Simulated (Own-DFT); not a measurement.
# Strain and stress in wurtzite AlGaN with randomly placed atoms, 72 atoms (Al27Ga9N36)

All numbers below are calculated, not measured. They come from Own-DFT, an in-house plane-wave density functional program, since retired, whose code no person has reviewed. Each row is one single-point run on a periodic cell that was not relaxed, without spin or spin-orbit coupling.

Settings of every run: PBE; PseudoDojo norm-conserving scalar-relativistic files (stringent for Ga); cutoff 96 hartree; 4 x 4 x 3 k mesh centred on Gamma; Gaussian smearing of 0.01 eV.

Known limits: forces on such cells passed a denser k mesh, each cell not checked; stress not checked against mesh or cutoff.

Unstrained cell vectors in Å: (9.394, 0.000, 0.000); (-4.697, 8.135, 0.000); (0.000, 0.000, 10.066). The unstrained cell has measured lattice constants (interpolated for alloys), not those of this functional. That, the random moves and any unrelaxed bonds set the pressure at no strain. Each run strains this cell uniformly, with the atoms carried along. Every atom was also moved at random, by a Gaussian of width 0.05 Å on each axis. The random placing of the alloy's atoms differs from row to row. Strain is the symmetric tensor, in per cent. Stress is positive in tension, and the pressure is minus a third of its trace.

```
run  e_xx (%)  e_yy (%)  e_zz (%)  s_xx (GPa)  s_yy (GPa)  s_zz (GPa)  P (GPa)  E (meV/atom)
  1      0.00      0.00     -1.75       -7.44       -8.24      -16.23    10.64          37.9
  2      0.00      0.00      1.50       -4.52       -7.87        1.39     3.66           8.7
  3      0.00      0.00      2.25       -5.73       -3.65        2.42     2.32          19.5
  4      0.00      0.00      1.25       -6.73       -6.49        0.37     4.28          11.4
  5      0.00      0.00     -0.50       -6.17       -8.05       -8.37     7.53          14.3
  6      0.00      0.00     -1.50       -7.09       -6.19      -14.32     9.20           0.0
  7      0.00      0.00     -1.25       -6.68       -6.99      -15.62     9.76          30.0
  8      0.00      0.00      3.00       -4.26       -4.71        5.86     1.04          13.8
  9      0.00      0.00     -1.00           ?           ?           ?        ?             ?
```

E is the free energy for each atom above the lowest run shown.

## Worked fit

The change of volume is close to e_xx + e_yy + e_zz. A straight line through the runs shown gives P = 6.80 - 198 x (fractional change of volume) GPa, with an error of 8 on the slope and a scatter of 0.37 GPa. The strain isn't the same on all axes and the cell isn't cubic, so the slope belongs to this path and is not the bulk modulus.

## Withheld run

Question: what pressure should run 9 give? Its volume changes by -1.00 %.

The line gives 8.8 GPa. The calculation gave 8.38 GPa.
